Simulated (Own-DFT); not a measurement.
Si₁₂O₂₃ (quartz with two neutral oxygen vacancies, atoms displaced) (calculated)

Computed with Own-DFT development build. A calculation, not a measurement: plane-wave PBE and HSE06 DFT by an unreviewed code, no spin, of a simulated cell at Gamma alone, so results move with cell size and shape, stress positive in tension, energies less offsets, not probed for a lower state with spin; oxygen file: force components 24 meV/angstrom off all-electron in a glass; k mesh not checked against a denser one; forces and stress are PBE's, HSE06 gives the energy alone, and its difference from PBE has offsets of its own; offsets are fitted by least squares, one for each functional and potential file, so energies compare only between cells with the same atoms and settings and are not formation energies; the far tail of each file's local potential was reset to the Coulomb form; each entry is a single point on an unrelaxed cell, so the pressure reflects the starting lattice, mostly measured values (interpolated for alloys), from which strain is counted, and rises with the displacements; printed positions are rounded, which can move forces by about a meV/angstrom; the program, named Own-DFT, is a retired in-house code; no spin-orbit coupling.

Common to all runs: first functional PBE; second functional HSE06; exact exchange share 0.25; screening 0.11 1/bohr; exchange divergence Gygi-Baldereschi; potential files PseudoDojo norm-conserving, scalar-relativistic, made for PBE, standard set; wave cutoff 48 hartree; occupations fixed; k mesh 1 x 1 x 1 centred on Gamma.

(1) 
```cif
# cell vector a (Å): 9.8268 0.0000 0.0000
# cell vector b (Å): -4.9134 8.5103 0.0000
# cell vector c (Å): 0.0000 0.0000 10.8104
data_Si12O23
_symmetry_space_group_name_H-M 'P 1'
_symmetry_Int_Tables_number 1
_cell_length_a 9.8268
_cell_length_b 9.8268
_cell_length_c 10.8104
_cell_angle_alpha 90.000
_cell_angle_beta 90.000
_cell_angle_gamma 120.000
_cell_volume 904.06
loop_
_atom_site_label
_atom_site_type_symbol
_atom_site_fract_x
_atom_site_fract_y
_atom_site_fract_z
_atom_site_occupancy
Si1 Si 0.22624 0.98886 0.00047 1
Si2 Si 0.00538 0.24041 0.33048 1
Si3 Si 0.26324 0.26422 0.16455 1
O1 O 0.19578 0.13115 0.05774 1
O2 O 0.41864 0.28829 0.22849 1
O3 O 0.36063 0.06833 0.39051 1
O4 O 0.07546 0.37314 0.43558 1
O5 O 0.14380 0.21353 0.27241 1
O6 O 0.28865 0.42296 0.10753 1
Si4 Si 0.23379 0.99545 0.50213 1
Si5 Si 0.99761 0.22944 0.83603 1
Si6 Si 0.26457 0.27557 0.65814 1
O7 O 0.20349 0.13152 0.57009 1
O8 O 0.42125 0.29632 0.72543 1
O9 O 0.36553 0.07185 0.89449 1
O10 O 0.07366 0.36641 0.94398 1
O11 O 0.14791 0.21032 0.77286 1
O12 O 0.30079 0.42154 0.60108 1
Si7 Si 0.24817 0.51409 0.99482 1
Si8 Si 0.99093 0.72316 0.33075 1
Si9 Si 0.27358 0.77158 0.16799 1
O13 O 0.19624 0.62853 0.04680 1
O14 O 0.42979 0.79916 0.22926 1
O15 O 0.36098 0.56564 0.40069 1
O16 O 0.07526 0.86084 0.44390 1
O17 O 0.12790 0.70802 0.27859 1
O18 O 0.28619 0.92728 0.11172 1
Si10 Si 0.23725 0.50240 0.50302 1
Si11 Si 0.00108 0.73438 0.83488 1
Si12 Si 0.26457 0.76357 0.66733 1
O19 O 0.20913 0.63603 0.56767 1
O20 O 0.43223 0.79944 0.71773 1
O21 O 0.37402 0.57034 0.89162 1
O22 O 0.07639 0.86528 0.94350 1
O23 O 0.14303 0.71205 0.77651 1
O24 O 0.29369 0.93608 0.60038 1
Si13 Si 0.73337 0.98705 0.99681 1
Si14 Si 0.49495 0.23653 0.32554 1
Si15 Si 0.77054 0.26536 0.15557 1
O25 O 0.69416 0.12121 0.06512 1
O26 O 0.92655 0.28388 0.22401 1
O27 O 0.86851 0.06892 0.40082 1
O28 O 0.57135 0.37384 0.44589 1
O29 O 0.63625 0.21333 0.26968 1
O30 O 0.79750 0.42608 0.10522 1
Si16 Si 0.74198 0.99619 0.49562 1
Si17 Si 0.50350 0.24761 0.82980 1
Si18 Si 0.77129 0.26460 0.66594 1
O31 O 0.93512 0.29904 0.72219 1
O32 O 0.85620 0.06652 0.89236 1
O33 O 0.56366 0.36867 0.94068 1
O34 O 0.64100 0.21044 0.76844 1
Si19 Si 0.74177 0.50852 0.00059 1
Si20 Si 0.49835 0.72742 0.33823 1
Si21 Si 0.75798 0.75919 0.16038 1
O35 O 0.70482 0.62814 0.04860 1
O36 O 0.92685 0.79851 0.22674 1
O37 O 0.87359 0.57869 0.39351 1
O38 O 0.57288 0.86778 0.44101 1
O39 O 0.62623 0.70500 0.27055 1
O40 O 0.78608 0.92491 0.10728 1
Si22 Si 0.73477 0.50726 0.50400 1
Si23 Si 0.49884 0.72902 0.83628 1
Si24 Si 0.77321 0.76617 0.66667 1
O41 O 0.71343 0.64257 0.56516 1
O42 O 0.93188 0.79655 0.73069 1
O43 O 0.86982 0.57302 0.89152 1
O44 O 0.57123 0.86474 0.93361 1
O45 O 0.63072 0.71276 0.76736 1
O46 O 0.79132 0.92732 0.60247 1
_calc_PBE_energy_of_cell_above_offsets '-15.097'  # eV
_calc_HSE06_less_PBE_above_offsets '0.241'  # eV
_calc_PBE_pressure 9.05  # GPa
_calc_PBE_stress_xx -8.6  # GPa
_calc_PBE_stress_yy -8.51  # GPa
_calc_PBE_stress_zz -10.03  # GPa
_calc_PBE_stress_yz 2.18  # GPa
_calc_PBE_stress_xz -0.45  # GPa
_calc_PBE_stress_xy -0.39  # GPa
```

Force:
```csv
element,x (eV/Å),y (eV/Å),z (eV/Å)
Si,2.276,7.057,0.62
Si,1.03,-2.473,1.656
Si,0.28,-0.79,-2.154
O,0.875,-1.151,-0.431
O,-0.778,1.756,-2.48
O,0.714,1.714,-1.035
O,-0.073,0.401,0.864
O,-2.755,-1.01,2.736
O,-0.526,2.794,-1.376
Si,-4.36,3.787,-3.971
Si,2.258,1.783,-1.189
Si,3.883,-8.016,5.157
O,0.426,-2.321,-3.036
O,1.481,0.814,-0.007
O,0.283,0.895,-0.257
O,0.459,-0.156,-0.654
O,-4.329,-0.309,2.632
O,-3.413,8.751,-3.993
Si,-1.4,-5.987,2.046
Si,0.194,7.589,0.075
Si,-3.421,-2.635,-0.166
O,-0.726,4.038,3.147
O,1.362,-0.74,0.693
O,2.638,2.498,-3.358
O,-1.509,-1.486,-1.266
O,5.076,-0.228,-3.429
O,0.956,-0.185,0.684
Si,-2.634,-1.375,1.898
Si,1.989,0.625,-0.327
Si,0.196,5.106,0.139
O,0.3,-3.237,-2.922
O,1.391,-0.86,2.182
O,0.607,-1.283,-0.626
O,-3.358,-4.09,-2.044
O,-1.989,-0.519,1.558
O,5.278,-4.852,6.486
Si,-4.308,2.771,0.82
Si,3.3,-1.294,5.106
Si,-0.734,-1.694,3.595
O,1.28,-1.825,-2.254
O,-1.192,0.658,-1.572
O,4.163,4.124,-5.569
O,-0.8,-1.377,-2.192
O,0.053,0.412,-0.368
O,-0.797,2.351,-1.358
Si,-5.75,1.652,3.541
Si,0.109,-3.8,-0.484
Si,-0.732,-0.166,-5.397
O,2.085,0.046,1.768
O,1.944,1.268,-1.942
O,1.899,2.459,1.614
O,-2.982,-0.113,2.695
Si,2.216,-6.771,-2.783
Si,-2.304,1.438,0.643
Si,1.35,0.504,1.813
O,-3.77,5.094,3.311
O,-1.634,-0.781,-1.16
O,-3.146,-5.932,3.064
O,-0.414,-1.307,-0.719
O,2.205,-0.842,-1.392
O,1.782,-1.574,1.571
Si,3.124,-3.1,0.751
Si,-1.064,2.889,-4.969
Si,-2.545,3.613,1.906
O,-0.631,-1.894,-2.723
O,-0.107,0.472,-0.299
O,-0.078,-0.763,0.122
O,-0.436,0.357,1.727
O,2.243,-0.51,-0.186
O,2.991,-2.267,3.465
```

(2) 
```cif
# cell vector a (Å): 9.8268 0.0000 0.0000
# cell vector b (Å): -4.9134 8.5103 0.0000
# cell vector c (Å): 0.0000 0.0000 10.8104
data_Si12O23
_symmetry_space_group_name_H-M 'P 1'
_symmetry_Int_Tables_number 1
_cell_length_a 9.8268
_cell_length_b 9.8268
_cell_length_c 10.8104
_cell_angle_alpha 90.000
_cell_angle_beta 90.000
_cell_angle_gamma 120.000
_cell_volume 904.06
loop_
_atom_site_label
_atom_site_type_symbol
_atom_site_fract_x
_atom_site_fract_y
_atom_site_fract_z
_atom_site_occupancy
Si1 Si 0.22397 0.00494 0.99867 1
Si2 Si 0.99980 0.23714 0.33413 1
Si3 Si 0.25202 0.26851 0.16267 1
O1 O 0.20759 0.13108 0.04608 1
O2 O 0.43471 0.29187 0.22493 1
O3 O 0.36096 0.06980 0.39351 1
O4 O 0.06528 0.35132 0.44093 1
O5 O 0.13806 0.20280 0.27536 1
Si4 Si 0.22874 0.99512 0.49507 1
Si5 Si 0.00228 0.22805 0.82687 1
Si6 Si 0.26782 0.27457 0.66533 1
O6 O 0.20372 0.12973 0.55914 1
O7 O 0.41821 0.28716 0.72570 1
O8 O 0.36705 0.06846 0.89169 1
O9 O 0.07860 0.37229 0.93577 1
O10 O 0.13741 0.20359 0.77499 1
O11 O 0.28149 0.42835 0.60803 1
Si7 Si 0.23979 0.49680 0.99743 1
Si8 Si 0.00658 0.74368 0.33863 1
Si9 Si 0.25707 0.76355 0.17440 1
O12 O 0.42892 0.79038 0.23892 1
O13 O 0.35330 0.56725 0.39571 1
O14 O 0.07619 0.86205 0.44111 1
O15 O 0.13793 0.70535 0.26652 1
O16 O 0.28024 0.90348 0.10260 1
Si10 Si 0.22758 0.49299 0.50204 1
Si11 Si 0.00236 0.73405 0.84349 1
Si12 Si 0.25877 0.76037 0.67211 1
O17 O 0.20538 0.64098 0.55094 1
O18 O 0.42400 0.79499 0.72319 1
O19 O 0.35419 0.57439 0.88597 1
O20 O 0.07359 0.87017 0.94601 1
O21 O 0.13080 0.70213 0.77580 1
O22 O 0.29619 0.93347 0.60536 1
Si13 Si 0.73958 0.01270 0.99825 1
Si14 Si 0.49991 0.23526 0.32995 1
Si15 Si 0.77210 0.26389 0.16973 1
O23 O 0.70450 0.13271 0.05410 1
O24 O 0.93109 0.28545 0.22100 1
O25 O 0.87507 0.07477 0.39312 1
O26 O 0.57246 0.36223 0.44077 1
O27 O 0.64487 0.20825 0.27625 1
O28 O 0.79377 0.42389 0.10885 1
Si16 Si 0.73741 0.00541 0.49786 1
Si17 Si 0.50789 0.23897 0.83331 1
Si18 Si 0.76259 0.26891 0.65553 1
O29 O 0.70613 0.13748 0.55850 1
O30 O 0.92621 0.28692 0.73250 1
O31 O 0.86192 0.06502 0.88700 1
O32 O 0.57950 0.37319 0.93355 1
O33 O 0.63035 0.20980 0.76972 1
O34 O 0.79210 0.42657 0.60653 1
Si19 Si 0.73876 0.50024 0.00537 1
Si20 Si 0.51336 0.74742 0.34543 1
Si21 Si 0.77417 0.77354 0.17081 1
O35 O 0.69698 0.63814 0.05926 1
O36 O 0.92510 0.79479 0.23099 1
O37 O 0.86869 0.57443 0.39773 1
O38 O 0.57548 0.85914 0.44516 1
O39 O 0.63195 0.70902 0.27743 1
O40 O 0.80487 0.93517 0.11013 1
Si22 Si 0.73068 0.49307 0.50148 1
Si23 Si 0.50534 0.73446 0.83005 1
Si24 Si 0.76818 0.76691 0.66797 1
O41 O 0.70819 0.63938 0.55397 1
O42 O 0.92980 0.79855 0.71819 1
O43 O 0.85380 0.56677 0.89338 1
O44 O 0.57094 0.86964 0.93629 1
O45 O 0.63136 0.69973 0.77502 1
O46 O 0.79298 0.92590 0.60466 1
_calc_PBE_energy_of_cell_above_offsets '-14.869'  # eV
_calc_HSE06_less_PBE_above_offsets '0.256'  # eV
_calc_PBE_pressure 8.85  # GPa
_calc_PBE_stress_xx -8.28  # GPa
_calc_PBE_stress_yy -8.2  # GPa
_calc_PBE_stress_zz -10.07  # GPa
_calc_PBE_stress_yz -1.42  # GPa
_calc_PBE_stress_xz 1.52  # GPa
_calc_PBE_stress_xy -0.61  # GPa
```

Force:
```csv
element,x (eV/Å),y (eV/Å),z (eV/Å)
Si,10.82,-4.675,-2.272
Si,2.575,-2.501,-2.661
Si,3.114,2.67,-3.195
O,-5.717,7.749,5.457
O,-3.411,0.436,-2.995
O,1.558,1.326,-2.152
O,-0.026,3.481,3.344
O,-2.15,-0.931,2.031
Si,2.023,3.282,3.992
Si,-0.278,0.547,3.538
Si,0.236,-3.887,-0.671
O,-0.9,1.506,0.371
O,2.132,1.013,0.805
O,-0.343,0.557,0.569
O,-1.263,-2.632,-1.243
O,0.787,-0.283,-0.451
O,1.692,-0.514,2.563
Si,-0.974,0.63,5.123
Si,-0.139,-5.551,-3.493
Si,11.6,-1.274,-5.724
O,-2.447,0.917,-1.631
O,2.12,1.833,-1.364
O,-1.832,0.446,1.405
O,-8.913,-3.6,8.845
O,-2.68,5.47,-3.492
Si,-2.788,2.829,-2.467
Si,-2.032,-0.211,-2.869
Si,0.377,2.334,-4.056
O,-0.21,-0.866,0.918
O,1.995,-0.312,0.97
O,2.324,1.245,-2.093
O,-2.77,-3.832,-1.994
O,-1.605,-0.69,1.909
O,0.44,-2.093,1.175
Si,2.193,-6.038,-0.865
Si,1.46,-2.016,1.474
Si,-1.596,-0.538,-2.14
O,-2.254,3.805,2.66
O,0.498,0.821,-0.509
O,-1.453,-1.876,0.656
O,-0.368,-0.393,0.2
O,-1.449,-0.515,1.39
O,0.635,0.221,0.642
Si,1.263,-0.943,0.79
Si,-4.282,-1.969,0.302
Si,2.417,-1.7,6.65
O,0.223,-2.063,-2.513
O,-3.983,1.084,-3.988
O,1.041,0.785,-0.394
O,-0.214,0.62,1.552
O,3.64,-0.15,-2.371
O,0.127,2.34,0.05
Si,-3.961,0.358,0.965
Si,-3.087,-8.996,-6.438
Si,-4.48,-1.841,-1.36
O,2.009,-0.816,0.281
O,3.358,0.467,1.318
O,0.71,0.597,-0.808
O,0.387,6.783,6.9
O,2.498,0.151,-0.925
O,-1.178,1.377,-1.207
Si,-1.254,3.523,-1.302
Si,-3.411,0.928,1.034
Si,-1.544,-0.936,-1.306
O,0.32,-1.097,0.24
O,3.557,-0.574,3.4
O,2.639,2.688,-1.995
O,0.965,0.625,0.598
O,1.891,-0.185,-1.082
O,-0.627,1.056,-0.087
```
